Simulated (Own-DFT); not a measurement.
# Strain and stress in 4H SiC, 32 atoms (C16Si16)

These are calculations, not measurements. They come from Own-DFT, an in-house plane-wave density functional program, since retired, whose code no person has reviewed. Each row is one single-point run on a periodic cell that was not relaxed, without spin or spin-orbit coupling.

Settings of every run: PBE; PseudoDojo norm-conserving scalar-relativistic files; cutoff 42 hartree; 5 x 5 x 3 k mesh centred on Gamma; Fermi-Dirac smearing of 0.1 eV.

Known limits: forces on such cells passed a denser k mesh, each cell not checked; stress not checked against mesh or cutoff.

Unstrained cell vectors in Å: (6.165, 0.000, 0.000); (-3.083, 5.339, 0.000); (0.000, 0.000, 10.068). The unstrained cell has measured lattice constants (interpolated for alloys), not those of this functional. That, the random moves and any unrelaxed bonds set the pressure at no strain. Each run strains this cell uniformly, with the atoms carried along. Every atom was also moved at random, by a Gaussian of width 0.05 Å on each axis. Strain is the symmetric tensor, in per cent. Stress is positive in tension, and the pressure is minus a third of its trace.

```
run,e_xx (%),e_yy (%),e_zz (%),e_yz (%),e_xz (%),e_xy (%),s_xx (GPa),s_yy (GPa),s_zz (GPa),s_yz (GPa),s_xz (GPa),s_xy (GPa),P (GPa),E (meV/atom)
1,1.74,0.29,0.74,-1.65,-1.63,0.26,2.07,-1.78,0.72,-5.12,-6.69,2.64,-0.34,6.9
2,1.65,1.65,1.94,-0.41,-0.05,-0.98,4.23,5.52,7.06,-1.69,0.00,-2.51,-5.60,0.0
3,-1.87,-1.28,-1.30,-1.85,0.56,0.21,-16.73,-17.03,-17.66,-7.53,1.18,1.31,17.14,59.2
4,-0.47,1.84,0.62,0.99,0.50,1.47,-8.44,4.02,-0.58,3.00,2.70,8.06,1.67,6.9
5,0.31,0.88,-0.25,-0.11,-1.44,-1.56,-1.97,-1.37,-7.39,-2.04,-6.20,-7.00,3.58,5.6
6,0.97,-0.57,0.79,1.84,-0.92,1.67,0.27,-6.99,-0.89,4.20,-2.43,7.42,2.54,12.5
7,1.22,1.94,1.66,-0.91,0.03,0.73,3.95,4.83,4.07,-2.02,-0.22,2.97,-4.28,16.4
8,0.42,-1.79,0.80,0.04,-0.50,1.54,-2.24,-20.17,-1.89,0.09,-2.96,8.26,8.10,40.9
9,-0.53,1.81,-0.21,-0.55,-1.09,-1.07,-6.15,2.73,-6.77,-2.44,-2.92,-5.90,3.39,8.0
10,1.23,-1.36,1.61,0.08,-0.86,-1.88,-0.87,-12.76,2.90,-0.10,-3.17,-11.40,3.58,44.2
11,-1.33,-0.13,-0.93,-1.86,0.82,0.98,-14.49,-12.05,-9.35,-8.03,2.40,3.28,11.96,43.8
12,0.55,0.76,-1.95,-1.02,1.93,1.76,-4.21,-0.57,-14.84,-2.85,5.60,7.51,6.54,24.6
13,-1.40,-0.64,0.04,-0.96,-1.83,1.15,-12.98,-10.53,-8.29,-4.97,-5.64,6.63,10.60,27.1
14,-1.10,-1.45,1.99,-1.92,-1.84,-0.30,-10.87,-15.46,4.01,-6.66,-5.72,-2.04,7.44,31.8
15,-0.15,1.71,0.04,0.52,-1.47,-1.92,-5.78,3.77,-3.39,2.44,-5.31,-7.94,1.80,7.5
16,-1.46,0.02,0.06,-1.95,1.89,1.55,?,?,?,?,?,?,?,?
```

E is the free energy for each atom above the lowest run shown.

## Worked fit

Each stress component was fitted by least squares to a constant and the strains of the runs shown, as fractions, with shears doubled. Shear strains stay in the fit of a normal stress only where such slopes are resolved. The slopes, in GPa:

| stress | at no strain | per e_xx | per e_yy | per e_zz | scatter |
|---|---|---|---|---|---|
| s_xx | -5.7 | 504 ± 39 | 56 ± 29 | 64 ± 37 | 1.43 |
| s_yy | -6.8 | 134 ± 47 | 597 ± 36 | 12 ± 45 | 1.72 |
| s_zz | -5.8 | 86 ± 39 | 69 ± 29 | 542 ± 37 | 1.43 |

Each shear stress against twice its own strain: yz 154 ± 13, xz 170 ± 10, xy 254 ± 18 GPa. These are stiffnesses along x, y and z of the frame in which the cell vectors are given, which need not be the crystal's axes. The atoms are held to the strained lattice; where symmetry lets them move under strain, relaxing them would lower some slopes. The table should be nearly symmetric about its diagonal, and what it lacks of that shows the noise. A ninth of its sum, 229 ± 6 GPa, estimates the bulk modulus near the mean pressure of these runs, 4.5 GPa, so it lies above the value at zero pressure.

## Withheld run

Question: what normal stresses and pressure should run 16 give?

The fit gives s_xx = -13.0, s_yy = -8.6, s_zz = -6.7 and P = 9.4 GPa. The calculation gave -15.79, -6.93, -5.88 and P = 9.53 GPa.
